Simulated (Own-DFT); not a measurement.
# Strain and stress in 4H SiC, 72 atoms (C36Si36)

All numbers below are calculated, not measured. The program, named Own-DFT, is a retired in-house plane-wave density functional code that no person has reviewed. Each row is one single-point run on a periodic cell that was not relaxed, without spin or spin-orbit coupling.

Settings of every run: PBE; PseudoDojo norm-conserving scalar-relativistic files; cutoff 42 hartree; 4 x 4 x 3 k mesh centred on Gamma; Fermi-Dirac smearing of 0.1 eV.

Known limits: forces on such cells passed a denser k mesh, each cell not checked; stress not checked against mesh or cutoff.

Unstrained cell vectors in Å: (9.248, 0.000, 0.000); (-4.624, 8.009, 0.000); (0.000, 0.000, 10.068). The unstrained cell has measured lattice constants (interpolated for alloys), not those of this functional. That, the random moves and any unrelaxed bonds set the pressure at no strain. Each run strains this cell uniformly, with the atoms carried along. Every atom was also moved at random, by a Gaussian of width 0.05 Å on each axis. Strain is the symmetric tensor, in per cent. Stress is positive in tension, and the pressure is minus a third of its trace.

```
run  e_xx (%)  e_yy (%)  e_zz (%)  e_yz (%)  e_xz (%)  e_xy (%)  s_xx (GPa)  s_yy (GPa)  s_zz (GPa)  s_yz (GPa)  s_xz (GPa)  s_xy (GPa)  P (GPa)  E (meV/atom)
  1      0.20      1.91      1.37      1.06     -1.34     -1.91       -1.54        6.30        0.13        3.19       -4.98       -8.15    -1.63          16.6
  2      1.67      1.00      0.67     -1.30      1.42     -1.68        4.36        1.82       -0.82       -3.77        4.18       -7.80    -1.79           7.1
  3     -1.88      0.05     -0.35     -0.34      1.96     -1.61      -16.69       -7.29       -8.68       -0.54        6.60       -8.41    10.89          36.7
  4     -0.22      1.13     -1.12     -1.66      0.27      1.55       -8.97        1.34      -10.59       -4.37        0.53        6.27     6.07          29.1
  5     -0.77      0.10      0.51      1.63      0.89      0.79      -10.43       -5.67       -3.23        5.81        3.60        4.83     6.45          29.0
  6     -1.37      1.32     -0.08     -0.61      0.28      0.09       -9.78        0.11       -8.14       -2.03       -0.05        0.36     5.94          24.8
  7     -1.65     -1.48     -0.15     -1.27      1.58      1.42      -17.52      -15.94       -8.37       -4.54        5.29        8.77    13.94          48.6
  8     -0.83     -1.50      0.27      0.18     -0.44     -1.85      -12.28      -13.07       -4.36        0.96       -1.40       -9.35     9.90           7.5
  9      0.76     -1.29     -0.93     -1.89     -1.82      1.41       -3.69      -11.43      -12.37       -6.49       -6.74        7.77     9.16          29.2
 10      0.99     -1.58     -0.48     -1.22      1.89      1.38       -1.59      -12.90      -10.57       -4.94        7.06        7.36     8.36          31.8
 11      1.62      1.83      0.39     -1.58     -1.80      0.32        6.19        6.89       -4.02       -5.13       -5.59        0.67    -3.02           0.0
 12      0.06      0.59      1.59      1.77      1.35     -0.12       -3.14       -0.44        2.03        5.76        4.72       -0.26     0.52           7.4
 13     -0.48     -0.63     -0.30     -1.37     -1.95      0.75       -8.32       -9.89       -8.36       -4.20       -6.90        4.44     8.86          19.2
 14     -0.59      1.94      1.89     -1.09      0.87     -0.74       -5.43        5.55        3.51       -3.97        3.35       -2.16    -1.21          11.5
 15      1.30      0.23     -1.17     -1.03     -0.80     -0.36        2.55       -4.24      -13.57       -3.70       -1.71       -0.28     5.08          23.6
 16     -0.58     -1.05     -0.83     -0.51     -0.61      1.78       -9.89      -10.84      -12.80       -0.98       -3.06        9.68    11.18          16.6
 17      1.98     -1.08      0.31      0.16      1.54     -0.82           ?           ?           ?           ?           ?           ?        ?             ?
```

E is the free energy for each atom above the lowest run shown.

## Worked fit

Each stress component was fitted by least squares to a constant and the strains of the runs shown, as fractions, with shears doubled. Shear strains stay in the fit of a normal stress only where such slopes are resolved. The slopes, in GPa:

| stress | at no strain | per e_xx | per e_yy | per e_zz | scatter |
|---|---|---|---|---|---|
| s_xx | -5.6 | 568 ± 29 | 111 ± 30 | 68 ± 40 | 1.23 |
| s_yy | -5.1 | 107 ± 19 | 539 ± 19 | 53 ± 25 | 0.79 |
| s_zz | -6.7 | 16 ± 27 | 29 ± 27 | 540 ± 37 | 1.13 |

Each shear stress against twice its own strain: yz 170 ± 8, xz 174 ± 7, xy 251 ± 12 GPa. These are stiffnesses along x, y and z of the frame in which the cell vectors are given, which need not be the crystal's axes. The atoms are held to the strained lattice; where symmetry lets them move under strain, relaxing them would lower some slopes. The table should be nearly symmetric about its diagonal, and what it lacks of that shows the noise. A ninth of its sum, 226 ± 3 GPa, estimates the bulk modulus near the mean pressure of these runs, 5.5 GPa, so it lies above the value at zero pressure.

## Withheld run

Question: what normal stresses and pressure should run 17 give?

The fit gives s_xx = 4.6, s_yy = -8.7, s_zz = -5.1 and P = 3.0 GPa. The calculation gave 3.04, -8.92, -3.06 and P = 2.98 GPa.
